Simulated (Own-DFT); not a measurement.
# How strain changes the stress of wurtzite GaN, 72 atoms (Ga36N36)

Source: density functional calculations with Own-DFT, an unreviewed in-house program that is no longer used. Nothing was measured or relaxed, and spin and spin-orbit coupling are left out.

All runs used: PBE; PseudoDojo norm-conserving scalar-relativistic files (stringent for Ga); cutoff 96 hartree; 4 x 4 x 3 k mesh centred on Gamma; Gaussian smearing of 0.01 eV.

Keep in mind: forces not confirmed at this smearing and k mesh; stress not checked against mesh or cutoff.

Unstrained cell vectors in Å: (9.567, 0.000, 0.000); (-4.783, 8.285, 0.000); (0.000, 0.000, 10.370). The unstrained cell has measured lattice constants (interpolated for alloys), not those of this functional. That, the random moves and any unrelaxed bonds set the pressure at no strain. The cell is deformed uniformly in each run, and the atoms keep their fractional places. Each atom got a random Gaussian move of width 0.05 Å along each axis. Stress is counted positive in tension, P = -(s_xx + s_yy + s_zz)/3, and strain components are those of the symmetric tensor.

| run | e_xx (%) | e_yy (%) | e_zz (%) | e_yz (%) | e_xz (%) | e_xy (%) | s_xx (GPa) | s_yy (GPa) | s_zz (GPa) | s_yz (GPa) | s_xz (GPa) | s_xy (GPa) | P (GPa) | E (meV/atom) |
|---|---|---|---|---|---|---|---|---|---|---|---|---|---|---|
| 1 | 1.47 | -0.76 | -0.78 | 1.94 | -1.77 | -1.42 | -2.89 | -9.69 | -10.08 | 2.85 | -3.91 | -3.91 | 7.55 | 27.5 |
| 2 | -1.67 | 0.46 | -1.09 | 1.99 | 1.65 | 1.49 | -15.13 | -9.06 | -14.02 | 5.04 | 2.82 | 6.91 | 12.74 | 47.9 |
| 3 | 1.92 | -0.46 | 0.39 | 0.87 | 0.03 | 0.10 | 0.41 | -6.17 | -5.51 | 2.54 | 0.10 | 0.32 | 3.75 | 5.9 |
| 4 | 1.98 | 0.60 | -0.97 | 1.41 | -0.81 | -0.49 | 0.51 | -3.66 | -9.53 | 2.47 | -1.70 | -2.74 | 4.22 | 5.9 |
| 5 | -1.43 | -1.12 | -1.46 | -0.97 | -0.19 | -0.87 | -16.70 | -14.53 | -17.03 | -2.34 | 0.38 | -2.54 | 16.09 | 52.8 |
| 6 | -0.42 | 1.58 | -0.19 | 0.52 | 0.21 | -0.07 | -7.62 | -0.62 | -7.41 | 1.35 | 0.84 | -0.23 | 5.22 | 0.0 |
| 7 | -0.17 | 1.35 | -0.39 | -0.93 | 0.70 | 0.43 | -7.40 | -2.19 | -7.71 | -1.81 | 2.95 | 1.39 | 5.77 | 14.8 |
| 8 | 0.65 | 0.26 | -0.22 | 1.87 | -1.31 | -1.47 | -3.76 | -6.44 | -7.77 | 4.15 | -2.38 | -4.95 | 5.99 | 16.6 |
| 9 | 1.29 | -0.80 | -0.73 | -0.37 | -0.14 | -0.01 | -2.80 | -10.98 | -8.76 | -0.95 | -0.67 | -0.88 | 7.51 | 3.7 |
| 10 | -0.32 | -1.26 | 0.00 | -0.39 | -0.33 | -0.63 | -12.92 | -11.93 | -8.28 | 0.54 | -0.59 | -2.21 | 11.04 | 31.6 |
| 11 | 1.05 | -0.24 | 1.07 | -0.23 | -1.67 | -0.28 | -2.67 | -4.29 | -3.80 | -0.53 | -3.72 | -0.97 | 3.59 | 5.0 |
| 12 | 1.58 | 0.29 | -1.57 | -0.69 | 1.47 | 0.47 | -2.27 | -5.22 | -12.16 | -1.34 | 3.60 | 0.55 | 6.55 | 12.8 |
| 13 | 0.63 | -1.49 | 1.44 | -1.07 | 1.37 | -0.32 | -4.49 | -9.15 | -3.77 | -1.43 | 2.65 | -0.65 | 5.80 | 8.9 |
| 14 | 1.27 | 0.26 | 0.95 | -0.30 | 1.18 | -1.33 | -2.11 | -3.80 | -2.74 | -0.25 | 2.15 | -4.66 | 2.89 | 14.4 |
| 15 | -0.88 | 0.79 | 1.98 | 0.54 | 1.04 | 0.99 | ? | ? | ? | ? | ? | ? | ? | ? |

The last column gives the free energy per atom over the lowest of the runs shown.

## Fit

Each stress component was fitted by least squares to a constant and the strains of the runs shown, as fractions, with shears doubled. Shear strains stay in the fit of a normal stress only where such slopes are resolved. The slopes, in GPa:

```
stress,at no strain,per e_xx,per e_yy,per e_zz,scatter
s_xx,-7.8,441 ± 24,125 ± 30,85 ± 30,0.99
s_yy,-6.8,102 ± 20,397 ± 25,155 ± 26,0.83
s_zz,-8.0,108 ± 20,96 ± 24,375 ± 25,0.81
```

The slope of each shear stress on twice its own strain, from a fit on all six strains: yz 109 ± 8, xz 98 ± 8, xy 173 ± 11 GPa. These are stiffnesses along x, y and z of the frame in which the cell vectors are given, with the crystal's c axis along z: C11, C12, C13 and C33. Hexagonal symmetry asks that xx and yy behave alike, which is a second check on the noise. The atoms are held to the strained lattice; where symmetry lets them move under strain, relaxing them would lower some slopes. Symmetry asks for nearly equal slopes across the diagonal; the mismatch is a measure of noise. A ninth of the table's sum, 209 ± 5 GPa, estimates the bulk modulus near the mean pressure of these runs, 7.1 GPa, so it lies above the value at zero pressure.

## Check

The question: what normal stresses and pressure should run 15 give?

The fit gives s_xx = -9.0, s_yy = -1.5, s_zz = -0.8 and P = 3.8 GPa. Computed: -8.63, -3.09, 1.15 and P = 3.52 GPa.
